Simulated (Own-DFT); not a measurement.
## Calculated data, GaN (wurtzite, strained, atoms displaced), Si3N4 (beta silicon nitride, strained, atoms displaced), SiC (4H silicon carbide, atoms displaced)

All values are calculated (Own-DFT development build). A calculation, not a measurement: plane-wave PBE density functional theory by an unreviewed code, no spin, of a simulated periodic cell, stress positive in tension, free energy of the whole cell less one offset for each atom, forces on such cells passed a denser k mesh, this cell's mesh not checked; offsets are fitted by least squares, one for each functional and potential file, so energies compare only between cells with the same atoms and settings and are not formation energies; the far tail of each file's local potential was reset to the Coulomb form; each entry is a single point on an unrelaxed cell, so the pressure reflects the starting lattice, mostly measured values (interpolated for alloys), from which strain is counted, and rises with the displacements; printed positions are rounded, which can move forces by about a meV/angstrom; the program, named Own-DFT, is a retired in-house code; no spin-orbit coupling.

Common to all runs: functional PBE.

(1) GaN (wurtzite, strained, atoms displaced)

```
GaN
1.0
     12.7560     0.0000     0.0000
     -4.7835     8.2853     0.0000
      0.0000     0.0000    10.6552
Ga N Ga N Ga N Ga N Ga N Ga N Ga N Ga N Ga N Ga N Ga N Ga N Ga N Ga N Ga N Ga N Ga N Ga N Ga N Ga N Ga N Ga N Ga N Ga N
2 2 2 2 2 2 2 2 2 2 2 2 2 2 2 2 2 2 2 2 2 2 2 2 2 2 2 2 2 2 2 2 2 2 2 2 2 2 2 2 2 2 2 2 2 2 2 2
Direct
  0.09078 0.22436 0.00291
  0.15855 0.09763 0.25689
  0.07969 0.23143 0.18976
  0.16804 0.11378 0.43837
  0.08699 0.22727 0.50993
  0.17211 0.12360 0.74789
  0.08175 0.21176 0.68877
  0.15972 0.09971 0.93948
  0.08247 0.55813 0.99671
  0.16540 0.43583 0.24794
  0.08386 0.55289 0.18997
  0.16573 0.45522 0.43189
  0.08933 0.56353 0.50309
  0.16600 0.45099 0.75111
  0.07842 0.55297 0.68239
  0.15808 0.44134 0.94172
  0.08882 0.89442 0.00173
  0.16301 0.77622 0.25151
  0.08142 0.88382 0.18008
  0.16810 0.77651 0.44200
  0.08756 0.89066 0.49882
  0.16662 0.76656 0.74934
  0.08387 0.89215 0.68867
  0.16875 0.78132 0.93620
  0.33189 0.21712 0.99310
  0.41312 0.10404 0.24832
  0.32903 0.21955 0.18926
  0.41971 0.10659 0.43040
  0.34137 0.23784 0.49169
  0.41403 0.10718 0.75023
  0.33174 0.22279 0.68299
  0.41022 0.10630 0.93327
  0.33371 0.54632 0.00701
  0.42152 0.44953 0.25224
  0.33176 0.55390 0.18022
  0.41116 0.44235 0.43677
  0.32543 0.54517 0.50266
  0.41974 0.44410 0.75633
  0.33386 0.55981 0.68666
  0.42231 0.44616 0.92972
  0.34259 0.89707 0.99838
  0.42608 0.78353 0.25253
  0.32723 0.88525 0.18557
  0.41620 0.78354 0.44378
  0.32798 0.88847 0.49596
  0.41795 0.77465 0.75759
  0.32627 0.88267 0.67977
  0.41828 0.78263 0.93034
  0.58503 0.23248 0.00034
  0.66546 0.10696 0.24714
  0.58054 0.22242 0.18852
  0.66279 0.11559 0.43800
  0.58252 0.22338 0.49596
  0.66331 0.11102 0.76019
  0.58753 0.22821 0.69354
  0.66165 0.11458 0.94712
  0.59202 0.55483 0.00512
  0.66493 0.44812 0.25065
  0.58623 0.55862 0.19670
  0.66471 0.44875 0.44104
  0.58082 0.55338 0.49174
  0.66987 0.44989 0.75665
  0.58684 0.56294 0.67889
  0.66628 0.44208 0.93515
  0.57961 0.87261 0.00436
  0.67147 0.77729 0.24989
  0.58334 0.89046 0.19122
  0.66306 0.78147 0.44029
  0.58024 0.89152 0.50170
  0.66402 0.77646 0.75119
  0.58011 0.89496 0.68420
  0.66826 0.78211 0.93776
  0.83647 0.22424 0.99826
  0.91898 0.12189 0.24875
  0.83038 0.21061 0.18443
  0.91709 0.11325 0.43933
  0.82786 0.21928 0.50347
  0.91804 0.11555 0.75315
  0.83766 0.22545 0.69266
  0.92690 0.12385 0.92991
  0.83832 0.55457 0.99946
  0.91969 0.43663 0.24987
  0.83126 0.56050 0.19653
  0.91952 0.44959 0.43796
  0.83319 0.55882 0.50309
  0.91882 0.45758 0.75227
  0.83132 0.55553 0.69081
  0.91392 0.43428 0.93400
  0.83697 0.88588 0.99249
  0.91951 0.78009 0.25161
  0.83257 0.89495 0.18781
  0.91689 0.78430 0.43271
  0.83651 0.89580 0.49302
  0.91511 0.78357 0.74971
  0.83054 0.88303 0.68807
  0.90510 0.77230 0.94132
```

* potential files: PseudoDojo norm-conserving, scalar-relativistic, standard set with the stringent files for Ga
* wave cutoff: 96 hartree
* occupations: Gaussian
* smearing width: 0.01 eV
* k mesh: 3 x 4 x 3 centred on Gamma
* free energy of cell above offsets: -5.569 eV
* pressure: 1.7 GPa
* stress xx: -4.14 GPa
* stress yy: -4.14 GPa
* stress zz: 3.19 GPa
* stress yz: 0.19 GPa
* stress xz: 0.78 GPa
* stress xy: 0.64 GPa

Force:
```
element  x (eV/Å)  y (eV/Å)  z (eV/Å)
     Ga    -1.245    -0.358     0.053
     Ga     0.091     1.567     -0.86
      N     1.661      -2.4    -0.898
      N     0.063     0.118     0.064
     Ga    -0.702    -0.255    -1.462
     Ga     0.529     -2.22     0.454
      N     -0.88     2.157    -0.009
      N     0.541     2.428    -0.923
     Ga     -0.07      0.25       1.1
     Ga    -0.139     2.424     0.602
      N    -0.212     0.262    -0.726
      N     0.986    -1.468     0.698
     Ga    -1.229     -1.15    -0.693
     Ga     0.451    -0.964     0.252
      N     0.715    -0.113     0.821
      N     1.928     0.569    -0.892
     Ga    -0.555    -2.019     -0.67
     Ga     0.655    -0.642    -0.069
      N    -0.148     0.349     1.316
      N    -1.218     0.491    -1.525
     Ga    -0.885      0.04     1.077
     Ga    -1.133     1.882     0.094
      N     0.273    -0.381    -0.016
      N     0.159    -0.514    -0.041
     Ga    -0.517     0.347      1.23
     Ga    -0.213     0.586    -0.238
      N     0.061     0.304    -0.454
      N    -1.282     0.827     0.731
     Ga     0.293    -3.518     1.133
     Ga     0.181    -0.039    -1.076
      N     0.859     0.692     0.039
      N     0.937     1.132     0.111
     Ga    -0.792      0.73    -2.094
     Ga    -1.193    -1.107    -0.593
      N     0.772     0.384     1.965
      N     0.362     2.048    -0.923
     Ga     0.067      1.94    -0.079
     Ga     0.048     0.403     -2.58
      N      0.02    -1.084     0.477
      N    -0.191    -0.246     2.388
     Ga    -0.971    -1.407     0.597
     Ga    -2.202    -0.983     0.673
      N     1.108    -0.114    -0.073
      N     0.204    -1.357    -1.233
     Ga     1.349     0.614     0.781
     Ga    -0.596     0.786    -2.494
      N     0.943     0.511     1.061
      N     0.375    -1.112     2.215
     Ga    -0.217    -1.698     0.611
     Ga    -0.407     1.106      0.53
      N      0.21     0.293    -0.349
      N     1.106    -0.459    -0.665
     Ga    -0.213     0.341     1.148
     Ga     0.607     0.294    -0.501
      N    -0.807    -0.397    -0.648
      N     1.143    -0.909    -0.418
     Ga    -1.108     0.532    -0.237
     Ga     1.316    -1.038     0.893
      N    -0.643    -0.092    -1.611
      N     0.689    -0.478    -0.781
     Ga    -0.323     1.245     1.331
     Ga    -0.846    -0.299    -1.663
      N    -0.322    -1.035      1.09
      N     0.347     1.068     0.861
     Ga    -0.843     2.093    -0.034
     Ga    -0.591     1.145     0.976
      N      0.93    -0.789    -0.933
      N      0.61    -0.182    -0.818
     Ga      0.11     0.174     0.145
     Ga    -0.172     0.625    -0.915
      N     0.731    -0.362     1.124
      N     0.464    -1.096     0.013
     Ga    -0.253    -1.585     0.118
     Ga     0.393    -1.728      0.95
      N      -1.1     1.614    -0.211
      N     0.067     0.992    -0.303
     Ga     0.485     0.714     0.284
     Ga    -0.083    -0.846    -0.915
      N    -1.079     0.182    -0.329
      N    -0.376    -1.366      1.69
     Ga    -0.566    -0.166     0.957
     Ga    -1.253     0.528     0.502
      N     1.053    -1.056    -1.439
      N    -0.177    -0.424     0.213
     Ga     0.178     0.023    -0.428
     Ga     0.072    -1.863    -0.576
      N     0.155     0.781    -0.361
      N     -0.26     2.089     0.396
     Ga    -2.035     2.313     1.557
     Ga    -0.974      0.08    -0.474
      N     1.062    -0.037    -0.515
      N     0.829    -0.403     0.741
     Ga    -0.634    -0.762     1.153
     Ga     0.929    -0.225     0.092
      N    -0.693     1.229    -0.391
      N     3.237    -0.557    -1.167
```

(2) Si3N4 (beta silicon nitride, strained, atoms displaced)

```
Si3N4
1.0
      7.7142    -0.0853     0.0450
     -3.9310     6.5972     0.0145
      0.0516     0.0490     8.7848
Si N Si N Si N
6 8 6 8 6 8
Direct
  0.18591 0.78766 0.07323
  0.22971 0.40912 0.08244
  0.59379 0.83076 0.08241
  0.81758 0.23222 0.24806
  0.78352 0.60391 0.24482
  0.40801 0.17311 0.25013
  0.33414 0.02340 0.07544
  0.96858 0.29072 0.08298
  0.70058 0.65832 0.08304
  0.66310 0.96229 0.24810
  0.03515 0.70830 0.24294
  0.30308 0.34587 0.24799
  0.33928 0.66643 0.08262
  0.67258 0.34252 0.25101
  0.17758 0.77282 0.41891
  0.23522 0.41205 0.41651
  0.57834 0.83347 0.42732
  0.82227 0.22603 0.58472
  0.78138 0.59598 0.58524
  0.39845 0.16837 0.57377
  0.32538 0.01794 0.41859
  0.98628 0.30642 0.41278
  0.69931 0.67130 0.41883
  0.66889 0.97463 0.57972
  0.03169 0.70282 0.58749
  0.29305 0.32077 0.58045
  0.34291 0.66840 0.41154
  0.66660 0.33597 0.58184
  0.16434 0.75668 0.75466
  0.23445 0.41414 0.74978
  0.59447 0.82906 0.74403
  0.82058 0.21498 0.92307
  0.76365 0.59253 0.91810
  0.41179 0.18797 0.92552
  0.34228 0.04298 0.73839
  0.96647 0.30734 0.75174
  0.69511 0.66451 0.74885
  0.65154 0.96475 0.92316
  0.02160 0.68328 0.91631
  0.29691 0.32446 0.91697
  0.32616 0.65116 0.75115
  0.66700 0.33817 0.92069
```

- potential files: PseudoDojo norm-conserving, scalar-relativistic, standard set
- wave cutoff: 42 hartree
- occupations: Fermi-Dirac
- smearing width: 0.1 eV
- k mesh: 3 x 3 x 3 centred on Gamma
- free energy of cell above offsets: -2.547 eV
- pressure: 4.89 GPa
- stress xx: 1.24 GPa
- stress yy: -14.87 GPa
- stress zz: -1.05 GPa
- stress yz: 1.9 GPa
- stress xz: 0.56 GPa
- stress xy: -7.91 GPa

Force:
```
element  x (eV/Å)  y (eV/Å)  z (eV/Å)
     Si    -0.036    -7.782     1.036
     Si     0.735    -0.504    -0.141
     Si     1.742    -3.296     2.013
     Si      2.13     0.015     0.939
     Si    -2.809     0.249     2.234
     Si    -1.263     1.454    -0.364
      N     0.204     6.001     2.038
      N     -0.78    -0.189     0.026
      N    -2.272     2.511    -0.154
      N     -0.35     2.143     1.299
      N     2.237     0.939     0.946
      N     2.535     -2.54    -0.123
      N    -2.528     0.752    -0.433
      N    -0.272    -1.971     0.033
     Si    -0.185    -4.386    -1.268
     Si     2.129    -0.804     0.137
     Si     5.876      -0.9    -3.949
     Si     0.154     4.124    -0.644
     Si    -3.879    -0.364    -1.486
     Si     0.306     2.765     1.658
      N     0.483     3.775    -2.068
      N    -4.624    -1.923     0.403
      N     0.417      0.63     0.038
      N     -0.21    -0.654     2.034
      N     1.912     0.427    -0.628
      N    -0.776     0.796     0.066
      N     -5.01    -0.609     0.809
      N     1.078    -1.347    -0.474
     Si      1.65      2.29    -1.151
     Si     1.347     -6.44    -0.449
     Si     0.156    -1.934     1.953
     Si    -1.161     3.847    -1.281
     Si     0.025     0.035    -0.763
     Si     0.268    -0.947    -4.154
      N    -0.277    -3.479     3.927
      N     0.245    -1.105     0.191
      N    -0.302     1.268     0.379
      N      0.72    -0.238    -3.297
      N     0.906      1.57     0.677
      N    -1.444     0.839     0.128
      N    -0.844     6.582    -0.321
      N     1.768      -1.6     0.181
```

(3) SiC (4H silicon carbide, atoms displaced)

```
SiC
1.0
     12.3308     0.0000     0.0000
     -6.1654    10.6788     0.0000
      0.0000     0.0000    10.0681
Si C Si C Si C Si C Si C Si C Si C Si C Si C Si C Si C Si C Si C Si C Si C Si C Si C Si C Si C Si C Si C Si C Si C Si C Si C Si C Si C Si C Si C Si C Si C Si C
2 2 2 2 2 2 2 2 2 2 2 2 2 2 2 2 2 2 2 2 2 2 2 2 2 2 2 2 2 2 2 2 2 2 2 2 2 2 2 2 2 2 2 2 2 2 2 2 2 2 2 2 2 2 2 2 2 2 2 2 2 2 2 2
Direct
  0.00255 0.99887 0.40773
  0.08733 0.16927 0.15682
  0.00276 0.00120 0.09169
  0.08444 0.16790 0.33690
  0.99920 0.24769 0.40476
  0.08526 0.41957 0.15687
  0.00391 0.25464 0.09157
  0.08733 0.41768 0.34313
  0.00173 0.50258 0.40616
  0.08456 0.66914 0.15685
  0.00023 0.49640 0.09558
  0.07876 0.66483 0.34234
  0.00401 0.75464 0.40537
  0.08137 0.91453 0.15581
  0.99526 0.74654 0.09216
  0.08437 0.91915 0.34118
  0.24711 0.99936 0.40838
  0.33289 0.16953 0.15290
  0.24597 0.99942 0.09048
  0.33444 0.16684 0.34359
  0.25617 0.25271 0.40694
  0.33563 0.41756 0.15661
  0.24877 0.25117 0.09762
  0.33506 0.41797 0.34294
  0.25237 0.50255 0.40949
  0.33492 0.66631 0.15341
  0.25505 0.50505 0.09758
  0.33344 0.66762 0.34725
  0.25481 0.75027 0.40414
  0.33239 0.91345 0.15396
  0.25289 0.75416 0.09089
  0.32971 0.91000 0.34442
  0.50275 0.00036 0.39640
  0.58335 0.16662 0.15666
  0.50373 0.00367 0.09157
  0.58557 0.16493 0.34479
  0.50256 0.25159 0.40287
  0.58269 0.41431 0.15280
  0.50127 0.25122 0.09055
  0.58371 0.42040 0.34412
  0.49815 0.49973 0.40321
  0.58298 0.66877 0.15241
  0.50305 0.50089 0.09454
  0.58734 0.67085 0.34562
  0.49695 0.74770 0.40664
  0.58478 0.91949 0.15827
  0.49858 0.75145 0.09414
  0.58247 0.91255 0.34325
  0.74686 0.99615 0.40555
  0.83040 0.16771 0.16292
  0.75403 0.00305 0.09594
  0.83171 0.16687 0.34651
  0.74649 0.24736 0.39999
  0.82936 0.41495 0.15953
  0.75274 0.24814 0.09561
  0.83225 0.42149 0.34737
  0.75241 0.49853 0.40362
  0.83744 0.66744 0.16083
  0.75139 0.50215 0.09827
  0.83497 0.66597 0.34278
  0.75097 0.74972 0.41073
  0.83322 0.91638 0.15248
  0.74967 0.75070 0.09625
  0.83136 0.91444 0.34364
  0.99623 0.99591 0.90627
  0.91382 0.83284 0.65595
  0.00017 0.99997 0.59670
  0.91459 0.82930 0.84736
  0.00173 0.75329 0.90558
  0.91570 0.57996 0.65883
  0.00498 0.75083 0.59304
  0.91503 0.58105 0.84197
  0.00043 0.50483 0.90506
  0.92125 0.33420 0.65352
  0.99458 0.49732 0.59692
  0.91604 0.33192 0.84157
  0.00022 0.25288 0.90748
  0.91755 0.08009 0.65162
  0.00398 0.25287 0.59568
  0.91657 0.08691 0.85276
  0.75105 0.00070 0.90718
  0.66620 0.83393 0.65442
  0.75112 0.99699 0.59268
  0.66855 0.83569 0.84654
  0.75354 0.75351 0.90497
  0.66679 0.58107 0.65093
  0.74821 0.74778 0.59287
  0.66863 0.58583 0.84480
  0.74919 0.49919 0.90571
  0.66647 0.33349 0.65520
  0.75261 0.50373 0.59382
  0.66264 0.32611 0.83924
  0.74904 0.24920 0.90573
  0.66608 0.08536 0.65386
  0.74805 0.25089 0.59401
  0.66269 0.08013 0.84744
  0.50327 0.00118 0.91196
  0.41856 0.83575 0.65811
  0.50349 0.00237 0.59578
  0.41267 0.82996 0.84114
  0.49600 0.74575 0.90552
  0.41703 0.58243 0.65490
  0.50516 0.75279 0.58715
  0.41690 0.58221 0.84471
  0.49729 0.49887 0.90314
  0.41368 0.32922 0.65799
  0.49781 0.49965 0.59122
  0.41337 0.32992 0.84379
  0.49783 0.24757 0.90615
  0.41858 0.08700 0.65903
  0.50209 0.24875 0.58761
  0.41795 0.08714 0.84492
  0.24836 0.99606 0.90830
  0.16247 0.83122 0.65834
  0.24989 0.99477 0.59727
  0.16622 0.83031 0.84720
  0.24537 0.74679 0.90425
  0.16579 0.58501 0.65389
  0.24978 0.74877 0.59575
  0.16738 0.58207 0.84111
  0.25394 0.50403 0.90982
  0.16598 0.33020 0.65828
  0.24882 0.50067 0.59047
  0.16279 0.33434 0.84523
  0.24813 0.25188 0.90142
  0.16467 0.08020 0.65888
  0.24893 0.24849 0.59220
  0.16366 0.08396 0.84422
```

- potential files: PseudoDojo norm-conserving, scalar-relativistic, standard set
- wave cutoff: 42 hartree
- occupations: Fermi-Dirac
- smearing width: 0.1 eV
- hardware: one NVIDIA H200
- k mesh: 3 x 3 x 3 centred on Gamma
- free energy of cell above offsets: -19.340 eV
- pressure: 3.69 GPa
- stress xx: -3.63 GPa
- stress yy: -3.08 GPa
- stress zz: -4.35 GPa
- stress yz: -0.05 GPa
- stress xz: 0.02 GPa
- stress xy: 0.05 GPa
- wall time: 511.7 s

Force:
```
element  x (eV/Å)  y (eV/Å)  z (eV/Å)
     Si    -1.408     0.632    -0.805
     Si    -1.314    -0.528    -1.128
      C    -0.361    -0.319     0.481
      C     0.458    -0.378     2.383
     Si     0.412     0.778     0.139
     Si     0.525    -0.532     -0.08
      C    -0.336    -0.594     1.174
      C    -0.909    -0.038     0.595
     Si    -0.046    -0.797     0.181
     Si     0.016    -0.897    -0.457
      C    -1.013     1.326    -0.438
      C     1.324     1.068     0.376
     Si    -0.364    -1.026     0.158
     Si    -0.234     0.348    -0.575
      C     1.211     0.913     0.088
      C     0.274    -0.433     0.593
     Si     1.209    -0.025    -0.201
     Si     0.272     -0.76     0.385
      C      1.06     0.034     1.059
      C     0.393    -0.237    -0.156
     Si    -1.304    -0.361    -0.634
     Si    -0.069      0.22     0.007
      C     0.786     0.596    -1.554
      C    -0.358    -0.006     0.294
     Si    -0.057    -0.669    -1.047
     Si    -0.609     0.983     1.113
      C    -0.233     -1.05    -0.781
      C     0.472    -0.542    -1.162
     Si    -1.773    -0.833     1.131
     Si    -0.385     1.433     0.316
      C    -0.117    -1.552     0.105
      C     0.054     2.058     -0.68
     Si    -0.714    -1.015     2.237
     Si     0.241     0.435    -0.411
      C    -0.634    -0.793     1.512
      C    -1.342     0.288    -1.203
     Si     -0.28    -0.042      0.08
     Si     0.045     1.115     0.816
      C    -0.095    -0.549     0.611
      C     0.748    -0.969    -0.433
     Si     0.431     0.937      0.28
     Si     0.578    -0.076     1.118
      C    -0.711    -0.233    -0.759
      C    -0.733    -0.991    -0.548
     Si     1.025     0.235    -0.671
     Si     0.677    -0.427    -0.764
      C     0.389     0.201    -0.414
      C    -0.471      0.64    -0.073
     Si     0.632     0.334     0.065
     Si     2.118    -0.064    -1.347
      C    -0.878    -0.322    -0.037
      C     0.272    -0.409     0.216
     Si     0.839     1.438      2.01
     Si     1.035     0.488    -0.411
      C    -1.704     0.697    -0.206
      C     1.806    -2.027    -0.847
     Si    -1.784     1.265     0.941
     Si    -1.714    -0.167    -0.763
      C    -0.007    -0.704    -1.119
      C    -0.007     0.574     1.256
     Si     0.067    -0.019     -1.51
     Si     0.434     0.307     0.969
      C     0.576    -0.199    -0.866
      C      0.73     0.551     0.205
     Si    -0.022     1.193     0.158
     Si     0.868    -0.619     0.173
      C     0.525    -0.543    -0.777
      C       0.3     1.124    -1.232
     Si    -0.122    -1.486     0.222
     Si    -0.419     0.958    -0.761
      C    -1.839    -0.533     0.144
      C    -0.254     1.023     0.809
     Si     0.852    -1.746     0.359
     Si    -1.437    -0.781     0.663
      C     1.338     0.776    -1.084
      C    -0.399     0.704     0.335
     Si    -0.406    -0.256     0.166
     Si    -1.101     1.246     1.706
      C    -0.148    -1.358    -1.035
      C     0.655     -0.98    -1.942
     Si    -0.524     0.343     0.292
     Si     0.437    -0.263     0.633
      C    -0.612     0.924    -0.064
      C    -0.365    -0.674    -0.613
     Si    -1.026    -1.173     0.955
     Si    -0.685     0.298      1.15
      C     0.213     0.418      0.67
      C    -0.372    -0.663    -0.582
     Si    -0.159     -0.33     0.214
     Si     0.122     0.199    -0.474
      C     0.041    -1.078     -0.45
      C     -0.37     1.448     1.267
     Si     0.621    -0.315    -0.155
     Si     0.835    -0.284      0.83
      C     1.089     0.026     -0.87
      C     1.005     0.713    -0.704
     Si    -1.052    -0.712    -1.974
     Si     0.094    -0.297    -0.976
      C    -0.926    -0.415    -1.156
      C      0.35     0.588     1.281
     Si     0.397     1.413      0.04
     Si    -0.451     0.569    -0.288
      C    -1.173     -0.64     1.869
      C    -0.215     0.014    -0.561
     Si      1.26     0.118     0.624
     Si     0.551     0.676    -1.042
      C     0.544    -0.657     0.398
      C     0.238     0.583     0.069
     Si     0.151     0.653    -0.318
     Si     0.544    -0.963    -0.702
      C    -0.885     0.491      0.97
      C    -0.017    -1.584      0.43
     Si    -0.294     1.163    -0.941
     Si     1.709     0.055     0.037
      C    -0.691     1.192     -0.32
      C    -0.768     0.548    -0.612
     Si     1.197     0.145    -0.005
     Si     0.244    -0.671     0.169
      C    -0.128     0.655    -0.621
      C     -0.38      0.17     0.651
     Si    -0.779    -0.903    -0.487
     Si    -0.036     1.187    -0.371
      C     0.403    -0.337     1.364
      C     1.226     0.622    -0.075
     Si    -0.278    -0.607     1.305
     Si     0.599      0.34    -0.283
      C     0.168    -0.396     0.514
      C     0.611    -0.622     0.194
```
